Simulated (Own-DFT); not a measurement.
Simulation results for GaP (zincblende, strongly disordered by large displacements), InAs (zincblende, strongly disordered by large displacements)

All values are calculated (Own-DFT development build). A calculation, not a measurement: plane-wave PBE density functional theory by an unreviewed code, no spin, of a simulated periodic cell, stress positive in tension, free energy of the whole cell less one offset for each atom, forces on such cells passed a denser k mesh, this cell's mesh not checked; broken bonds can close the gap or carry spin, so checks made on this kind of crystal may not hold here; offsets are fitted by least squares, one for each functional and potential file, so energies compare only between cells with the same atoms and settings and are not formation energies; the far tail of each file's local potential was reset to the Coulomb form; each entry is a single point on an unrelaxed cell, so the pressure reflects the starting lattice, mostly measured values (interpolated for alloys), from which strain is counted, and rises with the displacements; printed positions are rounded, which can move forces by about a meV/angstrom; the program, named Own-DFT, is a retired in-house code; no spin-orbit coupling.

Settings shared by all entries: functional PBE; potential files PseudoDojo norm-conserving, scalar-relativistic, standard set; wave cutoff 42 hartree; occupations Fermi-Dirac; smearing width 0.1 eV; k mesh 3 x 3 x 3 centred on Gamma.

(1) GaP (zincblende, strongly disordered by large displacements)

```cif
# cell vector a (Å): 10.9010 0.0000 0.0000
# cell vector b (Å): 0.0000 10.9010 0.0000
# cell vector c (Å): 0.0000 0.0000 10.9010
data_GaP
_symmetry_space_group_name_H-M 'P 1'
_symmetry_Int_Tables_number 1
_cell_length_a 10.9010
_cell_length_b 10.9010
_cell_length_c 10.9010
_cell_angle_alpha 90.000
_cell_angle_beta 90.000
_cell_angle_gamma 90.000
_cell_volume 1295.39
loop_
_atom_site_label
_atom_site_type_symbol
_atom_site_fract_x
_atom_site_fract_y
_atom_site_fract_z
_atom_site_occupancy
Ga1 Ga 0.95483 0.94660 0.96648 1
Ga2 Ga 0.00383 0.26719 0.25163 1
Ga3 Ga 0.22007 0.00760 0.24726 1
Ga4 Ga 0.29861 0.24797 0.05143 1
P1 P 0.12960 0.15161 0.13979 1
P2 P 0.12903 0.36610 0.38890 1
P3 P 0.35768 0.12555 0.34663 1
P4 P 0.39487 0.43635 0.13388 1
Ga5 Ga 0.94733 0.96337 0.48041 1
Ga6 Ga 0.01309 0.30161 0.70119 1
Ga7 Ga 0.21898 0.96894 0.72292 1
Ga8 Ga 0.25053 0.27715 0.53456 1
P5 P 0.09423 0.16797 0.62403 1
P6 P 0.12451 0.31828 0.84784 1
P7 P 0.40760 0.09374 0.83899 1
P8 P 0.40451 0.37998 0.66238 1
Ga9 Ga 0.01619 0.48168 0.98857 1
Ga10 Ga 0.00961 0.73081 0.23047 1
Ga11 Ga 0.29680 0.46008 0.27828 1
Ga12 Ga 0.24792 0.76843 0.93672 1
P9 P 0.16884 0.59253 0.09084 1
P10 P 0.14314 0.86432 0.36199 1
P11 P 0.32636 0.60086 0.37832 1
P12 P 0.37416 0.84753 0.09337 1
Ga13 Ga 0.03674 0.51892 0.50987 1
Ga14 Ga 0.98987 0.69521 0.70923 1
Ga15 Ga 0.20931 0.50151 0.76740 1
Ga16 Ga 0.27237 0.67648 0.53287 1
P13 P 0.13571 0.63328 0.63224 1
P14 P 0.09452 0.85377 0.92193 1
P15 P 0.39244 0.57802 0.81272 1
P16 P 0.42544 0.83808 0.60098 1
Ga17 Ga 0.52572 0.05461 0.96669 1
Ga18 Ga 0.46179 0.27221 0.23256 1
Ga19 Ga 0.73560 0.00645 0.23357 1
Ga20 Ga 0.75063 0.31524 0.97945 1
P17 P 0.65817 0.17820 0.18332 1
P18 P 0.61620 0.40205 0.40232 1
P19 P 0.90399 0.14921 0.39807 1
P20 P 0.88654 0.40979 0.09498 1
Ga21 Ga 0.45513 0.03497 0.55518 1
Ga22 Ga 0.46204 0.22748 0.73809 1
Ga23 Ga 0.75834 0.92372 0.71614 1
Ga24 Ga 0.69740 0.29098 0.52475 1
P21 P 0.62687 0.06736 0.58710 1
P22 P 0.60659 0.38377 0.90471 1
P23 P 0.91812 0.11094 0.86124 1
P24 P 0.86735 0.36487 0.58402 1
Ga25 Ga 0.46605 0.46024 0.97654 1
Ga26 Ga 0.46737 0.74917 0.29427 1
Ga27 Ga 0.76345 0.50930 0.28958 1
Ga28 Ga 0.70748 0.77244 0.02844 1
P25 P 0.57216 0.64467 0.09440 1
P26 P 0.60931 0.83137 0.35382 1
P27 P 0.92164 0.62570 0.36159 1
P28 P 0.86682 0.89626 0.10877 1
Ga29 Ga 0.49933 0.46343 0.53958 1
Ga30 Ga 0.48430 0.77704 0.78126 1
Ga31 Ga 0.78024 0.48697 0.75659 1
Ga32 Ga 0.77170 0.75222 0.45134 1
P29 P 0.62901 0.61087 0.64405 1
P30 P 0.60360 0.86057 0.90594 1
P31 P 0.90071 0.65636 0.85828 1
P32 P 0.93520 0.84822 0.61064 1
```

It was run with hardware one NVIDIA H100.

The calculation gives: free energy of cell above offsets 35.317 eV; pressure 17.24 GPa; stress xx -19.4 GPa; stress yy -14.02 GPa; stress zz -18.3 GPa; stress yz 3.31 GPa; stress xz 2.92 GPa; stress xy 1.76 GPa; wall time 614.4 s.

Force:
```csv
element,x (eV/Å),y (eV/Å),z (eV/Å)
Ga,-2.009,6.656,-3.888
Ga,-0.795,0.25,-0.715
Ga,0.905,-0.617,-0.728
Ga,-0.66,-0.895,-0.981
P,-0.273,0.032,-2.187
P,0.783,1.418,-0.403
P,0.675,0.542,2.602
P,0.134,-2.084,0.963
Ga,2.492,5.304,-6.935
Ga,-5.886,4.163,1.66
Ga,-0.236,0.37,0.159
Ga,0.77,-1.407,-0.485
P,4.716,-8.441,-4.216
P,2.447,1.964,4.609
P,-7.799,-3.394,-0.061
P,-6.995,1.117,1.927
Ga,4.305,2.671,-3.621
Ga,3.004,2.7,-3.336
Ga,-7.253,-4.126,1.462
Ga,6.334,-4.586,1.857
P,-0.748,1.182,0.613
P,-1.726,-1.486,1.161
P,4.596,4.406,-0.121
P,0.651,0.923,1.088
Ga,-2.167,-2.342,-2.45
Ga,-2.058,2.157,0.245
Ga,-0.035,-1.81,1.343
Ga,5.281,5.981,-0.296
P,0.673,-2.952,2.234
P,1.198,-0.983,-4.156
P,0.283,1.214,0.655
P,-1.946,-0.955,-1.185
Ga,4.71,-1.719,6.191
Ga,2.651,-2.18,1.308
Ga,0.311,-1.666,1.528
Ga,5.283,-4.887,3.222
P,-1.352,1.757,-2.329
P,-1.045,0.883,-6.396
P,-1.949,-0.368,0.153
P,-3.252,-2.193,5.378
Ga,-6.476,-0.129,-2.957
Ga,4.892,0.372,-1.237
Ga,-0.583,1.064,1.275
Ga,0.582,-5.779,2.286
P,7.637,2.614,1.349
P,1.098,-1.538,-7.599
P,-1.732,1.718,-1.171
P,1.102,2.812,0.996
Ga,-1.895,5.756,-4.259
Ga,-6.535,-4.176,-4.144
Ga,-0.492,-0.055,-1.898
Ga,4.49,-1.746,2.779
P,-0.949,-1.626,1.879
P,6.779,5.462,2.322
P,-2.082,-1.707,2.616
P,-3.855,-4.013,7.624
Ga,2.65,6.212,-2.966
Ga,-0.997,-2.411,-0.87
Ga,-0.772,0.989,-0.261
Ga,-0.146,-1.013,1.683
P,0.389,0.957,-0.402
P,-0.057,4.502,-2.973
P,-3.953,-3.152,6.186
P,-3.111,-1.714,3.867
```

(2) InAs (zincblende, strongly disordered by large displacements)

```cif
# cell vector a (Å): 12.1166 0.0000 0.0000
# cell vector b (Å): 0.0000 12.1166 0.0000
# cell vector c (Å): 0.0000 0.0000 12.1166
data_InAs
_symmetry_space_group_name_H-M 'P 1'
_symmetry_Int_Tables_number 1
_cell_length_a 12.1166
_cell_length_b 12.1166
_cell_length_c 12.1166
_cell_angle_alpha 90.000
_cell_angle_beta 90.000
_cell_angle_gamma 90.000
_cell_volume 1778.86
loop_
_atom_site_label
_atom_site_type_symbol
_atom_site_fract_x
_atom_site_fract_y
_atom_site_fract_z
_atom_site_occupancy
In1 In 0.00234 0.00645 0.01182 1
In2 In 0.00141 0.24909 0.26034 1
In3 In 0.23416 0.99502 0.20505 1
In4 In 0.26639 0.28143 0.02980 1
As1 As 0.11560 0.12140 0.14447 1
As2 As 0.14469 0.36081 0.36637 1
As3 As 0.38402 0.14516 0.37570 1
As4 As 0.34424 0.39698 0.13161 1
In5 In 0.99227 0.00710 0.51724 1
In6 In 0.01295 0.24568 0.75519 1
In7 In 0.23079 0.00039 0.76553 1
In8 In 0.27755 0.20031 0.49778 1
As5 As 0.15016 0.13316 0.61939 1
As6 As 0.11471 0.37515 0.86926 1
As7 As 0.38994 0.15093 0.86810 1
As8 As 0.37593 0.37601 0.65171 1
In9 In 0.99158 0.48417 0.98957 1
In10 In 0.98814 0.76855 0.25956 1
In11 In 0.23630 0.51281 0.24413 1
In12 In 0.24859 0.77240 0.99964 1
As9 As 0.12924 0.61889 0.09884 1
As10 As 0.15660 0.87476 0.37254 1
As11 As 0.37514 0.62021 0.36184 1
As12 As 0.39760 0.84361 0.15118 1
In13 In 0.99790 0.48932 0.45595 1
In14 In 0.99039 0.72524 0.75255 1
In15 In 0.26016 0.52778 0.73932 1
In16 In 0.29099 0.75257 0.52346 1
As13 As 0.14458 0.61411 0.62070 1
As14 As 0.13895 0.86869 0.89178 1
As15 As 0.39197 0.64942 0.89500 1
As16 As 0.37157 0.86436 0.62142 1
In17 In 0.49543 0.99922 0.96267 1
In18 In 0.49046 0.24258 0.24443 1
In19 In 0.76394 0.00448 0.25111 1
In20 In 0.76471 0.24786 0.99566 1
As17 As 0.60048 0.14743 0.10042 1
As18 As 0.62704 0.35715 0.37541 1
As19 As 0.88433 0.08851 0.34691 1
As20 As 0.88451 0.40549 0.13042 1
In21 In 0.48437 0.01554 0.50057 1
In22 In 0.48363 0.23522 0.73975 1
In23 In 0.71903 0.98580 0.73233 1
In24 In 0.75086 0.25341 0.48862 1
As21 As 0.63182 0.09989 0.62865 1
As22 As 0.60674 0.37024 0.88311 1
As23 As 0.86722 0.10987 0.89265 1
As24 As 0.88504 0.38985 0.62716 1
In25 In 0.50380 0.50026 0.01513 1
In26 In 0.48471 0.71419 0.26845 1
In27 In 0.75249 0.52418 0.25645 1
In28 In 0.73224 0.73424 0.03745 1
As25 As 0.60242 0.61714 0.12069 1
As26 As 0.62079 0.87361 0.38078 1
As27 As 0.89461 0.60874 0.38927 1
As28 As 0.88842 0.88251 0.12022 1
In29 In 0.51552 0.50300 0.47735 1
In30 In 0.48906 0.75601 0.74837 1
In31 In 0.76784 0.48110 0.75156 1
In32 In 0.74504 0.75580 0.52350 1
As29 As 0.61174 0.61330 0.63803 1
As30 As 0.60973 0.86274 0.87818 1
As31 As 0.88094 0.66983 0.91879 1
As32 As 0.85170 0.88850 0.61499 1
```

It was run with hardware one NVIDIA H200.

Results for InAs (zincblende, strongly disordered by large displacements): free energy of cell above offsets 4.498 eV; pressure 9.88 GPa; stress xx -9.78 GPa; stress yy -9.58 GPa; stress zz -10.27 GPa; stress yz 0.53 GPa; stress xz -0.46 GPa; stress xy 0.26 GPa; wall time 1185 s.

Force:
```csv
element,x (eV/Å),y (eV/Å),z (eV/Å)
In,1.327,0.118,-1.521
In,-1.195,1.037,-0.143
In,4.146,-4.085,2.683
In,-5.129,-6.834,-6.615
As,-1.23,3.806,-2.88
As,0.247,-0.228,1.196
As,3.709,-4.672,-6.126
As,7.067,3.798,4.054
In,1.717,-0.211,-1.035
In,-1.447,-0.878,-0.679
In,1.63,0.624,-0.436
In,-3.809,6.21,4.721
As,-3.84,-1.578,2.368
As,2.578,0.651,0.5
As,-5.194,-3.307,4.768
As,-0.462,0.787,-2.951
In,0.915,2.142,-1.237
In,1.957,-1.203,0.618
In,-1.903,1.429,1.314
In,3.88,-3.374,4.022
As,-1.032,1,0.602
As,-1.177,-0.137,0.781
As,-5.88,-5.175,6.37
As,-1.993,3.81,-3.14
In,6.365,-6.681,4.707
In,0.679,1.07,-1.05
In,2.385,-2.029,4.193
In,-6.331,-7.154,-7.205
As,-3.548,2.183,-3.104
As,-4.881,2.757,-3.275
As,-1.253,-1.515,-0.23
As,4.473,8.868,6.044
In,-0.738,0.769,2.383
In,0.889,2.186,-1.278
In,-7.059,-3.716,-4.538
In,-1.128,2.211,1.256
As,1.303,-1.693,0.048
As,-0.67,1.616,-2.134
As,4.969,5.372,5.451
As,-1.817,-2.758,1.837
In,1.031,-1.823,-0.054
In,5.006,2.092,-3.501
In,3.084,-3.821,6.065
In,1.855,-1.752,1.69
As,-3.704,6.418,-4.299
As,1.562,-0.419,-0.815
As,0.537,-0.611,-2.728
As,1.779,-2.382,-2.172
In,-2.777,-2.86,-3.042
In,7.356,4.991,-3.01
In,-0.57,-1.154,-0.029
In,0.715,3.083,-1.112
As,1.621,1.174,4.279
As,-0.065,-0.313,-0.606
As,-6.468,8.432,-3.465
As,-2.593,-1.354,0.523
In,-0.811,-0.49,1.452
In,0.833,-0.816,-0.341
In,-2.702,2.008,2.477
In,-1.904,-2.549,-1.784
As,1.114,0.154,-0.285
As,2.5,-0.863,-0.137
As,0.846,-2.274,-1.227
As,3.238,-0.09,1.787
```

(3) GaP (zincblende, strongly disordered by large displacements)

```cif
# cell vector a (Å): 10.9010 0.0000 0.0000
# cell vector b (Å): 0.0000 10.9010 0.0000
# cell vector c (Å): 0.0000 0.0000 10.9010
data_GaP
_symmetry_space_group_name_H-M 'P 1'
_symmetry_Int_Tables_number 1
_cell_length_a 10.9010
_cell_length_b 10.9010
_cell_length_c 10.9010
_cell_angle_alpha 90.000
_cell_angle_beta 90.000
_cell_angle_gamma 90.000
_cell_volume 1295.39
loop_
_atom_site_label
_atom_site_type_symbol
_atom_site_fract_x
_atom_site_fract_y
_atom_site_fract_z
_atom_site_occupancy
Ga1 Ga 0.99933 0.03701 0.00541 1
Ga2 Ga 0.98563 0.24413 0.23601 1
Ga3 Ga 0.24502 0.98857 0.25621 1
Ga4 Ga 0.26733 0.26388 0.02949 1
P1 P 0.13494 0.08432 0.13499 1
P2 P 0.13135 0.38979 0.36795 1
P3 P 0.34954 0.13323 0.37579 1
P4 P 0.35047 0.38167 0.14411 1
Ga5 Ga 0.97007 0.99991 0.49437 1
Ga6 Ga 0.97210 0.24464 0.76199 1
Ga7 Ga 0.24045 0.00604 0.74193 1
Ga8 Ga 0.25741 0.25758 0.47609 1
P5 P 0.07998 0.11224 0.62325 1
P6 P 0.14125 0.38813 0.88168 1
P7 P 0.37095 0.11371 0.89552 1
P8 P 0.37967 0.34835 0.63277 1
Ga9 Ga 0.03103 0.49883 0.99320 1
Ga10 Ga 0.99384 0.74524 0.24372 1
Ga11 Ga 0.27201 0.50702 0.25430 1
Ga12 Ga 0.23280 0.76240 0.01726 1
P9 P 0.12691 0.63829 0.10324 1
P10 P 0.12707 0.86265 0.37777 1
P11 P 0.39895 0.63679 0.36110 1
P12 P 0.39823 0.88052 0.11119 1
Ga13 Ga 0.00317 0.50751 0.49550 1
Ga14 Ga 0.99541 0.70094 0.74712 1
Ga15 Ga 0.26154 0.49001 0.77716 1
Ga16 Ga 0.22797 0.75686 0.49019 1
P13 P 0.14605 0.62284 0.62121 1
P14 P 0.11549 0.85022 0.86898 1
P15 P 0.38691 0.64128 0.85355 1
P16 P 0.40469 0.86525 0.60930 1
Ga17 Ga 0.48043 0.98744 0.98541 1
Ga18 Ga 0.49894 0.23897 0.26564 1
Ga19 Ga 0.74944 0.02978 0.27930 1
Ga20 Ga 0.72936 0.24326 0.97642 1
P17 P 0.62708 0.14873 0.09730 1
P18 P 0.63167 0.36133 0.37653 1
P19 P 0.86228 0.11150 0.39468 1
P20 P 0.89649 0.37464 0.11970 1
Ga21 Ga 0.49792 0.03298 0.48052 1
Ga22 Ga 0.52029 0.29477 0.73937 1
Ga23 Ga 0.73648 0.98764 0.72492 1
Ga24 Ga 0.75490 0.28964 0.54112 1
P21 P 0.62752 0.11649 0.63493 1
P22 P 0.61391 0.36188 0.89347 1
P23 P 0.88116 0.11567 0.85740 1
P24 P 0.89033 0.39443 0.60960 1
Ga25 Ga 0.50486 0.53444 0.97469 1
Ga26 Ga 0.51987 0.75161 0.25380 1
Ga27 Ga 0.73876 0.51122 0.28343 1
Ga28 Ga 0.71681 0.71949 0.00116 1
P25 P 0.59688 0.61371 0.15691 1
P26 P 0.62869 0.87522 0.36200 1
P27 P 0.88422 0.63610 0.34621 1
P28 P 0.86321 0.89091 0.12425 1
Ga29 Ga 0.48041 0.50426 0.51970 1
Ga30 Ga 0.49950 0.76009 0.73398 1
Ga31 Ga 0.76286 0.49896 0.72896 1
Ga32 Ga 0.78130 0.75144 0.48918 1
P29 P 0.63798 0.60510 0.64988 1
P30 P 0.60381 0.84161 0.86767 1
P31 P 0.86038 0.61204 0.86108 1
P32 P 0.87384 0.88726 0.59868 1
```

Settings of this run: hardware one NVIDIA H100.

Results for GaP (zincblende, strongly disordered by large displacements): free energy of cell above offsets -0.408 eV; pressure 10.79 GPa; stress xx -10.3 GPa; stress yy -11.02 GPa; stress zz -11.04 GPa; stress yz 2.52 GPa; stress xz -1.89 GPa; stress xy -1.1 GPa; wall time 548.1 s.

Force:
```csv
element,x (eV/Å),y (eV/Å),z (eV/Å)
Ga,-1.228,-3.631,-1.003
Ga,1.771,-1.936,2.019
Ga,2.531,-2.315,0.978
Ga,-2.553,-4.151,-3.307
P,-0.971,5.088,-0.906
P,-0.722,-0.59,-0.1
P,2.823,-3.367,-2.758
P,5.916,-0.426,-0.524
Ga,5.909,-0.143,-1.688
Ga,3.798,3.885,-3.067
Ga,-0.063,-1.077,0.582
Ga,-3.673,2.736,3.757
P,3.177,1.716,0.457
P,-1.27,-5.133,-0.058
P,-2.359,3.439,-3.024
P,-4.167,2.597,-2.506
Ga,-3.366,0.919,1.113
Ga,2.717,3.76,-3.729
Ga,-2.98,3.378,1.862
Ga,3.719,3.188,-2.896
P,-1.57,-2.808,4.619
P,-3.467,2.861,-2.562
P,-2.716,-1.063,2.852
P,-3.402,-3.518,5.004
Ga,2.106,1.627,-1.828
Ga,1.401,3.01,-0.553
Ga,2.2,1.74,-3.278
Ga,4.877,-2.034,2.494
P,-0.937,-1.693,0.615
P,-0.379,1.774,-0.719
P,-2.374,-0.197,1.1
P,-3.709,3.237,-2.845
Ga,4.754,1.133,-1.57
Ga,0.046,0.774,-2.243
Ga,-3.53,-3.289,-5.878
Ga,6.694,-0.39,-0.144
P,-3.247,-4.284,5.174
P,-0.534,0.436,1.894
P,1.284,7.65,0.23
P,-2.355,1.617,-1.612
Ga,0.852,-2.495,1.047
Ga,1.943,-4.299,1.112
Ga,1.684,-2.603,2.663
Ga,-3.837,-4.636,-3.122
P,-1.952,4.227,-1.599
P,-0.968,5.086,-1.292
P,-4.382,-2.288,2.447
P,2.619,-0.12,3.471
Ga,0.329,-1.762,1.811
Ga,-2.351,4.22,-0.277
Ga,0.006,-1.405,-2.059
Ga,1.473,0.99,0.675
P,3.02,-3.554,-4.062
P,0.809,1.742,2.153
P,-1.56,-2.977,4.194
P,-0.087,-0.354,-0.134
Ga,1.43,0.076,-0.681
Ga,0.608,-3.153,-1.241
Ga,1.515,-3.318,2.913
Ga,-2.639,-0.756,-0.391
P,-4.271,3.978,-4.607
P,3.056,3.74,2.348
P,0.288,-0.4,3.218
P,-1.74,-4.456,5.461
```

(4) GaP (zincblende, strongly disordered by large displacements)

```cif
# cell vector a (Å): 10.9010 0.0000 0.0000
# cell vector b (Å): 0.0000 10.9010 0.0000
# cell vector c (Å): 0.0000 0.0000 10.9010
data_GaP
_symmetry_space_group_name_H-M 'P 1'
_symmetry_Int_Tables_number 1
_cell_length_a 10.9010
_cell_length_b 10.9010
_cell_length_c 10.9010
_cell_angle_alpha 90.000
_cell_angle_beta 90.000
_cell_angle_gamma 90.000
_cell_volume 1295.39
loop_
_atom_site_label
_atom_site_type_symbol
_atom_site_fract_x
_atom_site_fract_y
_atom_site_fract_z
_atom_site_occupancy
Ga1 Ga 0.01527 0.06294 0.99318 1
Ga2 Ga 0.00911 0.23488 0.22215 1
Ga3 Ga 0.27031 0.96804 0.26879 1
Ga4 Ga 0.24146 0.28682 0.08642 1
P1 P 0.09412 0.11493 0.13600 1
P2 P 0.17305 0.38254 0.46174 1
P3 P 0.38506 0.13871 0.37329 1
P4 P 0.39620 0.41845 0.11010 1
Ga5 Ga 0.99089 0.98892 0.51067 1
Ga6 Ga 0.04115 0.25522 0.73718 1
Ga7 Ga 0.26602 0.01516 0.75493 1
Ga8 Ga 0.29828 0.26843 0.47970 1
P5 P 0.04859 0.16868 0.58963 1
P6 P 0.08807 0.35786 0.94234 1
P7 P 0.30702 0.14994 0.85224 1
P8 P 0.41807 0.35251 0.63618 1
Ga9 Ga 0.03741 0.51706 0.97978 1
Ga10 Ga 0.01165 0.71585 0.26203 1
Ga11 Ga 0.27250 0.46770 0.25248 1
Ga12 Ga 0.25475 0.77063 0.03055 1
P9 P 0.11599 0.62693 0.15122 1
P10 P 0.12486 0.86391 0.35074 1
P11 P 0.36041 0.64054 0.42777 1
P12 P 0.45164 0.89955 0.11395 1
Ga13 Ga 0.97254 0.50431 0.55036 1
Ga14 Ga 0.93598 0.74767 0.72122 1
Ga15 Ga 0.26088 0.52253 0.73313 1
Ga16 Ga 0.27155 0.78873 0.53422 1
P13 P 0.10847 0.63140 0.66178 1
P14 P 0.12596 0.86282 0.90053 1
P15 P 0.36321 0.59620 0.85388 1
P16 P 0.41491 0.90134 0.64301 1
Ga17 Ga 0.48433 0.00733 0.98813 1
Ga18 Ga 0.49536 0.26903 0.23229 1
Ga19 Ga 0.71718 0.06184 0.27907 1
Ga20 Ga 0.69515 0.22251 0.95052 1
P17 P 0.61675 0.12969 0.07115 1
P18 P 0.59863 0.36611 0.42105 1
P19 P 0.89116 0.14432 0.33841 1
P20 P 0.79066 0.37683 0.11915 1
Ga21 Ga 0.46921 0.00687 0.51962 1
Ga22 Ga 0.44332 0.26431 0.79391 1
Ga23 Ga 0.74870 0.03302 0.78396 1
Ga24 Ga 0.82439 0.25116 0.48728 1
P21 P 0.64683 0.11746 0.61824 1
P22 P 0.63958 0.38332 0.85973 1
P23 P 0.86635 0.10945 0.92586 1
P24 P 0.84967 0.34786 0.62629 1
Ga25 Ga 0.48469 0.52842 0.98971 1
Ga26 Ga 0.48471 0.75453 0.26698 1
Ga27 Ga 0.70603 0.53461 0.25185 1
Ga28 Ga 0.69570 0.71468 0.01351 1
P25 P 0.57860 0.63569 0.11622 1
P26 P 0.67342 0.90582 0.41802 1
P27 P 0.87569 0.60993 0.38925 1
P28 P 0.82061 0.80224 0.18302 1
Ga29 Ga 0.55828 0.51848 0.48791 1
Ga30 Ga 0.53869 0.78834 0.73514 1
Ga31 Ga 0.72768 0.49969 0.70773 1
Ga32 Ga 0.73501 0.76491 0.48776 1
P29 P 0.58060 0.63693 0.60666 1
P30 P 0.63465 0.94663 0.87799 1
P31 P 0.92573 0.58141 0.83979 1
P32 P 0.86421 0.90852 0.59315 1
```

It was run with hardware one NVIDIA H100.

Results for GaP (zincblende, strongly disordered by large displacements): free energy of cell above offsets 44.515 eV; pressure 19.76 GPa; stress xx -14.86 GPa; stress yy -22.89 GPa; stress zz -21.53 GPa; stress yz -0.65 GPa; stress xz 2.55 GPa; stress xy -0.52 GPa; wall time 693.3 s.

Force:
```csv
element,x (eV/Å),y (eV/Å),z (eV/Å)
Ga,4.462,-6.808,-4.654
Ga,-3.81,9.966,3.022
Ga,1.716,1.966,-1.803
Ga,-1.985,-1.611,-1.647
P,11.54,-4.47,3.217
P,-7.798,6.844,-3.015
P,0.957,-3.581,-2.411
P,-0.143,-3.89,2.078
Ga,7.444,3.644,-6.117
Ga,-0.897,5.023,9.19
Ga,-3.121,-8.315,-4.24
Ga,5.065,-4.213,3.28
P,1.948,-4.242,-7.508
P,3.296,-8.812,-2.954
P,0.346,5.054,8.165
P,-1.41,3.678,-4.364
Ga,-1.239,7.607,4.783
Ga,-5.619,3.551,3.795
Ga,-3.101,2.299,3.441
Ga,0.941,-0.702,0.299
P,5.911,-4.568,-5.417
P,-0.686,0.333,3.427
P,1.352,-1.432,-2.507
P,-5.321,-7.272,8.679
Ga,0.913,-0.11,-0.546
Ga,0.854,1.664,0.495
Ga,-3.055,-5.031,-4.902
Ga,-2.068,-0.322,-0.152
P,-0.394,1.181,-1.375
P,-0.961,2.102,-1.674
P,3.463,6.112,4.659
P,-6.546,-3.744,5.162
Ga,-1.347,6.676,-7.857
Ga,1.632,-0.353,0.051
Ga,-1.086,-1.09,-1.791
Ga,5.383,5.094,-4.58
P,-3.905,-3.361,9.785
P,3.104,-8.351,-5.099
P,-0.618,-2.711,2.089
P,1.182,-0.028,0.379
Ga,5.307,6.294,-7.033
Ga,4.322,0.013,2.564
Ga,5.986,3.767,-7.317
Ga,-3.599,-4.63,-6.022
P,-0.17,1.024,-0.967
P,-2.776,1.972,-0.016
P,-6.026,2.928,-4.078
P,2.363,5.617,8.483
Ga,2.373,-0.716,-4.631
Ga,-0.046,0.058,1.688
Ga,1.402,-1.64,0.36
Ga,7.344,5.054,-4.842
P,-3.965,-1.997,6.637
P,-6.329,9.299,-5.405
P,-1.063,0.385,0.341
P,-0.392,0.517,-0.55
Ga,-5.059,0.814,-4.071
Ga,1.729,-1.241,3.577
Ga,0.266,0.87,0.593
Ga,4.572,-10.08,4.103
P,3.79,6.525,7.088
P,-5.364,-8.254,3.96
P,-4.012,0.951,-2.481
P,-7.047,-5.307,6.635
```
